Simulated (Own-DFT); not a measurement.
# How much smaller does PBEsol make it? beta-Si3N4, 42 atoms (N24Si18)

The numbers are computed, not measured, by runs of the plane-wave DFT program Own-DFT (in-house, retired, unreviewed) at fixed positions, with no spin and no spin-orbit coupling.

Caveats: forces on such cells passed a denser k mesh, each cell not checked; stress not checked against mesh or cutoff.

Each geometry was run with PBE and with PBEsol, otherwise alike: PseudoDojo norm-conserving scalar-relativistic files made for PBE; cutoff 42 hartree; 3 x 3 x 3 k mesh centred on Gamma; Fermi-Dirac smearing of 0.1 eV. Unstrained cell vectors in Å: (7.606, 0.000, 0.000); (-3.803, 6.587, 0.000); (0.000, 0.000, 8.727). Each has a uniform strain, of which the change of volume is shown, and random moves of rms u per axis.

```
run,volume change (%),u (Å),P with PBE (GPa),P with PBEsol (GPa)
1,2.27,0.0498,2.52,0.16
2,0.17,0.0487,8.45,6.04
3,-0.34,0.0455,8.87,6.47
4,-0.35,0.0449,9.00,6.59
5,1.85,0.0527,4.14,1.76
6,0.02,0.0497,9.69,7.29
7,1.10,0.0524,6.28,3.90
8,-2.17,0.0511,15.19,12.75
9,-3.97,0.0444,19.33,16.85
10,-1.86,0.0541,14.13,11.69
11,-0.95,0.0509,10.80,?
```

Asked: by how much does PBEsol shrink this cell, and what belongs in the blank?

## Worked answer

Write v for the change of volume as a fraction. Fitted to v and u², the PBE pressure has a slope of -276 ± 8 GPa in v, with the ions held to the strained lattice. The difference PBEsol less PBE is -2.40 + 1.8 v GPa (slope ± 0.1) and averages -2.41 GPa. Divided by the mean slope of the two, 275 GPa, that makes PBEsol's volume at a given pressure, near 9 GPa, about 0.9 % smaller, or 0.29 % in lengths. At one volume PBEsol's slope is the smaller by 2 GPa, but its pressure there is lower too. If stiffness rises by about 4 GPa for each GPa, PBEsol at equal pressure is stiffer by about 8 GPa. Files made for PBEsol would give a different shift.

For run 11 the line gives 8.38 GPa. DFT gave 8.38 GPa.
